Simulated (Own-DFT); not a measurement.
# Computed records: AlN (wurtzite, strained, atoms displaced)

A calculation, not a measurement: plane-wave PBE density functional theory by an unreviewed code, no spin, of a simulated periodic cell, stress positive in tension, free energy of the whole cell less one offset for each atom, forces on such cells passed a denser k mesh, this cell's mesh not checked; offsets are fitted by least squares, one for each functional and potential file, so energies compare only between cells with the same atoms and settings and are not formation energies; the far tail of each file's local potential was reset to the Coulomb form; each entry is a single point on an unrelaxed cell, so the pressure reflects the starting lattice, mostly measured values (interpolated for alloys), from which strain is counted, and rises with the displacements; printed positions are rounded, which can move forces by about a meV/angstrom; the program, named Own-DFT, is a retired in-house code; no spin-orbit coupling. Program: Own-DFT development build.

## AlN (wurtzite, strained, atoms displaced)

```
CELL_PARAMETERS angstrom
12.67370 0.03240 0.19510
-6.30880 10.64250 -0.13330
0.15610 -0.03310 10.00510
ATOMIC_POSITIONS crystal
Al 0.08334 0.16627 0.99330
Al 0.17237 0.09049 0.25445
N 0.08152 0.16480 0.18183
N 0.17188 0.09183 0.44931
Al 0.09058 0.17267 0.50213
Al 0.16887 0.07894 0.74008
N 0.08321 0.16562 0.69288
N 0.16985 0.08949 0.94051
Al 0.08600 0.41873 0.99814
Al 0.17239 0.32707 0.24111
N 0.09304 0.42325 0.18632
N 0.15591 0.32726 0.44830
Al 0.08603 0.41617 0.49998
Al 0.16484 0.32495 0.75288
N 0.08049 0.41530 0.69480
N 0.17467 0.33487 0.93615
Al 0.08448 0.66656 0.00047
Al 0.16627 0.58573 0.25092
N 0.07743 0.66663 0.18811
N 0.16373 0.58031 0.43220
Al 0.08037 0.66712 0.49987
Al 0.16635 0.58624 0.74703
N 0.08165 0.66453 0.69449
N 0.16857 0.58742 0.94345
Al 0.08006 0.91717 0.00615
Al 0.17209 0.84307 0.24763
N 0.09314 0.91770 0.18662
N 0.16963 0.83920 0.45517
Al 0.09073 0.91793 0.49807
Al 0.16867 0.83303 0.75632
N 0.07099 0.91265 0.69295
N 0.16475 0.83581 0.94870
Al 0.33503 0.16444 0.00297
Al 0.41818 0.08379 0.24776
N 0.33362 0.16521 0.19408
N 0.41074 0.08393 0.44083
Al 0.32847 0.16772 0.49951
Al 0.41833 0.08147 0.74401
N 0.33647 0.16848 0.69905
N 0.42655 0.08323 0.94104
Al 0.33016 0.41130 0.00022
Al 0.41582 0.32986 0.25544
N 0.33066 0.40951 0.19395
N 0.41812 0.33708 0.43642
Al 0.33299 0.42240 0.50674
Al 0.42358 0.34164 0.75373
N 0.32526 0.40811 0.68588
N 0.41550 0.32783 0.94511
Al 0.33104 0.66038 0.99759
Al 0.42646 0.58795 0.25666
N 0.33327 0.66127 0.19963
N 0.41284 0.57870 0.44505
Al 0.34109 0.67090 0.50102
Al 0.41789 0.57939 0.75379
N 0.33896 0.66937 0.68461
N 0.42026 0.59362 0.94215
Al 0.33677 0.92241 0.99501
Al 0.41770 0.84135 0.24619
N 0.33197 0.92071 0.18936
N 0.41542 0.83371 0.44318
Al 0.32823 0.91283 0.49669
Al 0.42519 0.83148 0.74740
N 0.33197 0.91190 0.68896
N 0.41917 0.83829 0.94213
Al 0.58185 0.16721 0.99512
Al 0.67316 0.09195 0.24632
N 0.57991 0.16855 0.18431
N 0.66572 0.08553 0.44279
Al 0.58199 0.16376 0.50563
Al 0.67035 0.08933 0.75045
N 0.57559 0.17021 0.70152
N 0.66859 0.07814 0.94364
Al 0.58722 0.42304 0.00180
Al 0.66325 0.32964 0.25830
N 0.58524 0.41611 0.17761
N 0.66895 0.33161 0.44662
Al 0.58690 0.41631 0.50537
Al 0.66492 0.33876 0.75067
N 0.58074 0.41450 0.69343
N 0.67087 0.33607 0.93974
Al 0.57788 0.65984 0.99288
Al 0.66637 0.58489 0.25538
N 0.58586 0.67410 0.18495
N 0.66274 0.58336 0.44809
Al 0.58599 0.66150 0.49619
Al 0.66991 0.57804 0.74774
N 0.58324 0.66657 0.68472
N 0.67236 0.58738 0.93442
Al 0.58367 0.92468 0.00145
Al 0.66552 0.83229 0.26161
N 0.58230 0.91391 0.20060
N 0.67083 0.83255 0.43500
Al 0.58086 0.91464 0.50461
Al 0.66148 0.83173 0.74916
N 0.58191 0.91532 0.68214
N 0.67061 0.82840 0.94059
Al 0.83701 0.16979 0.00329
Al 0.91534 0.07734 0.24265
N 0.83382 0.16471 0.18401
N 0.91368 0.08024 0.44164
Al 0.83122 0.16641 0.50616
Al 0.91661 0.08089 0.74840
N 0.83656 0.16393 0.69157
N 0.91986 0.08226 0.95187
Al 0.83505 0.41872 0.00397
Al 0.92528 0.34576 0.26099
N 0.84100 0.42608 0.20209
N 0.91792 0.33229 0.44641
Al 0.83536 0.41469 0.50250
Al 0.91419 0.33133 0.74606
N 0.83190 0.42331 0.68725
N 0.91756 0.33694 0.93889
Al 0.83195 0.67879 0.00084
Al 0.91465 0.58254 0.24917
N 0.82960 0.67194 0.18989
N 0.92437 0.59632 0.43971
Al 0.83609 0.66642 0.50194
Al 0.91895 0.58381 0.75066
N 0.83609 0.66084 0.68914
N 0.91544 0.58032 0.93939
Al 0.82913 0.90842 0.00476
Al 0.91502 0.83688 0.25082
N 0.83189 0.91597 0.19556
N 0.91237 0.83006 0.43890
Al 0.82806 0.91024 0.50889
Al 0.91994 0.83699 0.74046
N 0.83865 0.91813 0.70109
N 0.91212 0.82890 0.93788
```

- functional: PBE
- potential files: PseudoDojo norm-conserving, scalar-relativistic, standard set
- wave cutoff: 42 hartree
- occupations: Fermi-Dirac
- smearing width: 0.1 eV
- hardware: one NVIDIA H100
- k mesh: 2 x 2 x 2 centred on Gamma
- free energy of cell above offsets: -53.113 eV
- pressure: 3.53 GPa
- stress xx: 0.53 GPa
- stress yy: -8.06 GPa
- stress zz: -3.07 GPa
- stress yz: -0.54 GPa
- stress xz: 4.2 GPa
- stress xy: 0.1 GPa
- wall time: 378.2 s

Force:
```tsv
element	x (eV/Å)	y (eV/Å)	z (eV/Å)
Al	0.294	-0.093	0.304
Al	-0.751	-0.961	-0.782
N	0.849	-0.636	1.205
N	-0.368	-1.582	-1.342
Al	-2.284	-2.374	0.776
Al	-0.885	1.034	1.911
N	0.27	-1.209	-0.313
N	0.931	-1.368	-0.421
Al	-0.231	-0.366	-0.186
Al	-2.78	0.957	1.594
N	-0.549	-1.756	0.471
N	2.447	2.137	-2.044
Al	-1.154	0.497	0.666
Al	-0.99	1.545	-0.602
N	0.76	0.008	-0.391
N	-1.478	0.163	0.778
Al	-1.193	-0.041	0.085
Al	0.268	0.533	-0.996
N	1.286	0.721	0.877
N	0.062	0.922	2.395
Al	1.263	-0.042	0.338
Al	0.727	-0.326	0.433
N	0.396	0.574	-0.682
N	0.658	-0.259	-1.058
Al	-0.086	0.511	-1.755
Al	0.117	-2.272	0.575
N	-2.687	1.02	1.963
N	0.463	-1.387	-2.593
Al	-3.164	0.32	0.888
Al	-0.755	0.065	-0.247
N	4.414	1.219	-1.425
N	0.858	0.334	-1.131
Al	-0.272	-0.617	-0.534
Al	-0.482	0.594	0.69
N	0.329	-0.08	-0.252
N	1.258	0.113	0.076
Al	1.941	1.119	1.076
Al	-1.861	-0.732	1.305
N	-0.009	-0.164	-1.472
N	-2.33	0.422	-0.764
Al	0.85	0.719	0.655
Al	0.336	1.04	-1.68
N	1.536	1.445	-0.6
N	0.375	0.113	1.859
Al	-0.126	-2.287	-1.56
Al	-1.494	-2.141	0.298
N	1.388	1.232	1.997
N	0.317	2.119	-0.642
Al	-1.261	2.039	1.778
Al	-1.717	-0.905	-0.952
N	-0.043	1.228	-1.202
N	1.27	1.804	-0.674
Al	-1.566	-0.942	-1.071
Al	-0.768	0.477	-1.223
N	-0.167	-1.383	1.424
N	0.914	-2.956	-0.952
Al	-0.459	-1.488	0.543
Al	0.388	-1.7	0.582
N	1.087	-0.516	-0.188
N	0.315	0.735	-0.686
Al	1.237	0.969	1.078
Al	-2.325	0.422	0.815
N	0.312	0.217	0.431
N	0.488	-0.841	-0.372
Al	1.402	0.764	0.242
Al	-0.53	-1.184	0.447
N	1.239	-0.237	0.905
N	0.411	-0.044	0.142
Al	-1.106	-0.134	-0.036
Al	-0.425	-0.707	0.359
N	3.245	0.089	-1.715
N	-0.347	3.012	-1.271
Al	0.316	-1.013	-1.803
Al	0.236	1.223	-1.361
N	-0.155	0.142	4.117
N	-0.379	0.354	-0.177
Al	-1.096	-0.533	-0.678
Al	1.155	-0.18	0.693
N	0.334	0.342	-0.665
N	-0.229	0.127	0.134
Al	1.017	1.647	0.919
Al	-0.149	-0.058	-1.162
N	0.733	-1.857	0.906
N	2.845	-1.153	-1.318
Al	-2.746	1.353	1.067
Al	-0.48	2.116	-0.054
N	0.418	-0.874	0.814
N	-0.999	-0.674	0.35
Al	1.217	-3.475	1.304
Al	-0.123	0.994	-3.268
N	0.025	1.333	-1.117
N	-0.953	-0.522	3.493
Al	0.141	0.21	-2.794
Al	1.363	0.319	0.813
N	1.15	1.025	2.111
N	-1.887	0.757	-0.428
Al	0.168	-0.342	-1.097
Al	-0.563	2.038	1.325
N	0.045	1.268	2.046
N	0.444	0.236	0.097
Al	0.928	-0.835	-1.44
Al	0.541	0.922	1.459
N	-1.211	-0.03	0.367
N	-0.852	-0.097	-1.625
Al	-0.265	-0.116	0.052
Al	0.733	-1.315	-1.715
N	-0.755	-3.635	-1.133
N	-0.098	0.433	0.065
Al	-0.429	1.273	-0.552
Al	-0.155	1.213	0.746
N	0.614	-2.121	0.268
N	0.479	-0.4	0.096
Al	1.493	-3.695	0.415
Al	-0.512	3.333	0.528
N	0.681	-0.871	0.332
N	-0.198	-2.336	-0.267
Al	-0.67	0.156	-0.101
Al	-0.254	0.327	0.854
N	-1.057	0.836	-0.066
N	-0.203	1.402	0.571
Al	-0.273	1.116	-0.49
Al	0.864	-0.036	0.256
N	0.04	-1.321	-0.884
N	0.906	1.049	0.692
Al	0.714	1.362	-0.912
Al	-1.956	-2.54	2.234
N	-1.948	-1.366	-1.726
N	0.934	2.99	-0.444
```
